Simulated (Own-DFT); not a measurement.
# Strain and stress in wurtzite GaN, 72 atoms (Ga36N36)

These are calculations, not measurements. They come from Own-DFT, an in-house plane-wave density functional program, since retired, whose code no person has reviewed. Each row is one single-point run on a periodic cell that was not relaxed, without spin or spin-orbit coupling.

Settings of every run: PBE; PseudoDojo norm-conserving scalar-relativistic files (stringent for Ga); cutoff 96 hartree; 4 x 4 x 3 k mesh centred on Gamma; Gaussian smearing of 0.01 eV.

Known limits: forces not confirmed at this smearing and k mesh; stress not checked against mesh or cutoff.

Unstrained cell vectors in Å: (9.567, 0.000, 0.000); (-4.784, 8.285, 0.000); (0.000, 0.000, 10.370). The unstrained cell has measured lattice constants (interpolated for alloys), not those of this functional. That, the random moves and any unrelaxed bonds set the pressure at no strain. Each run strains this cell uniformly, with the atoms carried along. Every atom was also moved at random, by a Gaussian of width 0.05 Å on each axis. Strain is the symmetric tensor, in per cent. Stress is positive in tension, and the pressure is minus a third of its trace.

```
run,e_xx (%),e_yy (%),e_zz (%),e_yz (%),e_xz (%),e_xy (%),s_xx (GPa),s_yy (GPa),s_zz (GPa),s_yz (GPa),s_xz (GPa),s_xy (GPa),P (GPa),E (meV/atom)
1,-1.89,-1.22,1.39,0.76,1.78,0.39,-17.61,-13.93,-3.98,2.11,3.33,-0.21,11.84,47.5
2,-0.31,1.43,-1.29,1.02,-0.70,-1.95,-8.05,-3.04,-12.55,1.73,-1.97,-6.35,7.88,20.5
3,-0.44,-1.83,1.84,1.12,1.60,0.20,-11.18,-15.23,-0.43,2.50,3.87,0.62,8.95,32.6
4,-0.27,-0.35,1.26,1.05,-0.94,1.28,-7.77,-5.47,-3.12,1.26,-1.67,3.86,5.45,0.0
5,-0.72,-1.26,0.91,0.18,-1.98,1.01,-9.67,-11.45,-5.72,-0.20,-3.23,3.58,8.95,8.1
6,-0.05,0.03,0.75,-1.98,-1.48,0.04,-8.21,-6.96,-3.21,-4.47,-3.46,-0.77,6.13,18.9
7,-0.97,-1.68,0.97,0.34,0.10,-0.97,-11.94,-15.90,-5.18,0.34,0.00,-2.73,11.00,26.5
8,-1.30,-0.64,-0.17,0.50,-0.23,1.13,-14.12,-9.36,-10.12,0.73,-0.15,5.00,11.20,15.5
9,0.73,0.06,-0.82,-0.21,0.33,1.07,-4.47,-6.34,-11.47,-0.35,1.70,3.78,7.42,14.0
10,-0.40,0.37,1.42,-0.61,1.71,-0.46,-8.10,-3.62,-1.27,-1.05,3.43,-0.04,4.33,2.7
11,-1.53,-1.61,1.38,0.18,1.92,0.61,-16.09,-15.63,-3.39,0.85,4.27,2.60,11.70,42.9
12,0.44,1.78,-0.18,-0.84,-1.09,-0.77,-6.01,0.82,-5.46,-1.49,-2.96,-1.56,3.55,9.8
13,1.64,-0.25,-0.82,-1.54,1.27,-1.50,-1.71,-6.83,-10.11,-3.03,2.46,-5.11,6.22,19.9
14,1.31,-1.90,1.45,0.23,-0.13,-1.39,-3.07,-11.98,-1.67,0.23,-0.36,-3.33,5.58,9.6
15,0.05,-0.83,1.66,1.55,-1.44,-0.36,?,?,?,?,?,?,?,?
```

E is the free energy for each atom above the lowest run shown.

## Worked fit

Each stress component was fitted by least squares to a constant and the strains of the runs shown, as fractions, with shears doubled. Shear strains stay in the fit of a normal stress only where such slopes are resolved. The slopes, in GPa:

```
stress  at no strain  per e_xx  per e_yy  per e_zz  scatter
  s_xx          -7.8  433 ± 32   61 ± 34   24 ± 41     1.07
  s_yy          -6.9  127 ± 39  449 ± 43   96 ± 51     1.33
  s_zz          -7.6   84 ± 19  104 ± 21  477 ± 25     0.65
```

Each shear stress against twice its own strain: yz 97 ± 5, xz 105 ± 4, xy 161 ± 17 GPa. These are stiffnesses along x, y and z of the frame in which the cell vectors are given, which need not be the crystal's axes. The atoms are held to the strained lattice; where symmetry lets them move under strain, relaxing them would lower some slopes. The table should be nearly symmetric about its diagonal, and what it lacks of that shows the noise. A ninth of its sum, 206 ± 11 GPa, estimates the bulk modulus near the mean pressure of these runs, 7.9 GPa, so it lies above the value at zero pressure.

## Withheld run

Question: what normal stresses and pressure should run 15 give?

The fit gives s_xx = -7.7, s_yy = -9.0, s_zz = -0.5 and P = 5.7 GPa. The calculation gave -8.21, -9.29, 0.54 and P = 5.65 GPa.
